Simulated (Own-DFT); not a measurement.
# Strain and stress in wurtzite GaN, 72 atoms (Ga36N36)

Source: density functional calculations with Own-DFT, an unreviewed in-house program that is no longer used. Nothing was measured or relaxed, and spin and spin-orbit coupling are left out.

Settings: PBE; PseudoDojo norm-conserving scalar-relativistic files (stringent for Ga); cutoff 96 hartree; 4 x 4 x 3 k mesh centred on Gamma; Gaussian smearing of 0.01 eV.

Limits: forces not confirmed at this smearing and k mesh; stress not checked against mesh or cutoff.

Unstrained cell vectors in Å: (9.567, 0.000, 0.000); (-4.783, 8.285, 0.000); (0.000, 0.000, 10.370). The unstrained cell has measured lattice constants (interpolated for alloys), not those of this functional. That, the random moves and any unrelaxed bonds set the pressure at no strain. In each run the cell takes a homogeneous strain; fractional positions stay. Each coordinate of each atom was shifted by a normal deviate of width 0.05 Å. Strains are tensor components in per cent; tension counts as positive stress, and P is minus the mean normal stress.

| run | e_xx (%) | e_yy (%) | e_zz (%) | e_yz (%) | e_xz (%) | e_xy (%) | s_xx (GPa) | s_yy (GPa) | s_zz (GPa) | s_yz (GPa) | s_xz (GPa) | s_xy (GPa) | P (GPa) | E (meV/atom) |
|---|---|---|---|---|---|---|---|---|---|---|---|---|---|---|
| 1 | -1.37 | 1.78 | -1.63 | 0.83 | 1.33 | -1.61 | -13.93 | -2.50 | -13.92 | 1.69 | 2.82 | -4.12 | 10.12 | 39.4 |
| 2 | -1.41 | 1.20 | -0.84 | 0.89 | -1.92 | -0.90 | -15.11 | -5.90 | -8.95 | 2.80 | -4.33 | -2.92 | 9.99 | 40.3 |
| 3 | 1.58 | -0.65 | 1.24 | 1.22 | 1.02 | 1.38 | 0.27 | -7.63 | -1.24 | 2.57 | 2.02 | 4.10 | 2.87 | 0.0 |
| 4 | 0.84 | -0.74 | -1.25 | -1.81 | 1.01 | -1.84 | -6.42 | -12.33 | -12.11 | -3.72 | 1.92 | -7.40 | 10.29 | 49.3 |
| 5 | -0.02 | -0.01 | 0.14 | -0.20 | 0.73 | 0.97 | -6.20 | -8.42 | -6.20 | 0.04 | 1.17 | 2.62 | 6.94 | 10.7 |
| 6 | 1.53 | -0.97 | -0.59 | -1.14 | 0.71 | 0.28 | -2.07 | -10.23 | -10.68 | -2.92 | 1.56 | 1.33 | 7.66 | 27.3 |
| 7 | -1.99 | -1.88 | 1.97 | -0.59 | 0.33 | 1.89 | -18.13 | -16.96 | -1.34 | -1.16 | 0.27 | 7.43 | 12.14 | 46.2 |
| 8 | -0.79 | -1.03 | 0.41 | -1.46 | -0.77 | 1.47 | -11.74 | -11.98 | -6.60 | -3.48 | -1.99 | 4.26 | 10.11 | 21.2 |
| 9 | -1.85 | -1.29 | 1.47 | 1.35 | -0.64 | -1.60 | -18.28 | -14.47 | -2.29 | 4.16 | -1.52 | -5.41 | 11.68 | 51.3 |
| 10 | -0.92 | 0.30 | -1.73 | 1.85 | 0.30 | -0.27 | -11.43 | -10.35 | -15.51 | 4.70 | 0.11 | -0.56 | 12.43 | 42.7 |
| 11 | 0.85 | -1.59 | -0.53 | 0.43 | 0.65 | -0.17 | -6.22 | -12.85 | -10.33 | 0.38 | 0.65 | -0.49 | 9.80 | 22.1 |
| 12 | 1.89 | -1.34 | 0.41 | 1.30 | -1.35 | 1.43 | 0.68 | -12.46 | -6.53 | 2.25 | -2.96 | 3.98 | 6.10 | 29.4 |
| 13 | -0.95 | -0.89 | 0.96 | -1.41 | 0.27 | -0.66 | -12.23 | -11.92 | -4.07 | -3.18 | 1.56 | 0.51 | 9.41 | 32.6 |
| 14 | 1.23 | -0.84 | 1.39 | 1.89 | 1.93 | 0.69 | -4.55 | -7.50 | -0.32 | 3.50 | 3.22 | 2.00 | 4.13 | 24.3 |
| 15 | 1.36 | -1.97 | 0.34 | -0.48 | 1.13 | -0.11 | ? | ? | ? | ? | ? | ? | ? | ? |

E is the free energy per atom, counted from the lowest run shown.

## Fit

Each stress component was fitted by least squares to a constant and the strains of the runs shown, as fractions, with shears doubled. Shear strains stay in the fit of a normal stress only where such slopes are resolved. The slopes, in GPa:

```
stress  at no strain  per e_xx  per e_yy  per e_zz  scatter
  s_xx          -8.0  470 ± 28   86 ± 49   37 ± 41     1.29
  s_yy          -7.9  126 ± 22  436 ± 39  106 ± 32     1.02
  s_zz          -6.9   47 ± 16  116 ± 28  463 ± 23     0.73
```

The slope of each shear stress on twice its own strain, from a fit on all six strains: yz 113 ± 6, xz 100 ± 6, xy 164 ± 16 GPa. These are stiffnesses along x, y and z of the frame in which the cell vectors are given, with the crystal's c axis along z: C11, C12, C13 and C33. Hexagonal symmetry asks that xx and yy behave alike, which is a second check on the noise. No internal relaxation is included, and where it is allowed it would reduce some of the slopes. Symmetry asks for nearly equal slopes across the diagonal; the mismatch is a measure of noise. A ninth of the table's sum, 210 ± 8 GPa, estimates the bulk modulus near the mean pressure of these runs, 8.8 GPa, so it lies above the value at zero pressure.

## Prediction

Question: what normal stresses and pressure should run 15 give?

Estimate: s_xx = -3.2, s_yy = -14.4, s_zz = -7.0 and P = 8.2 GPa. The hidden result is -3.52, -14.73, -6.65 and P = 8.30 GPa.
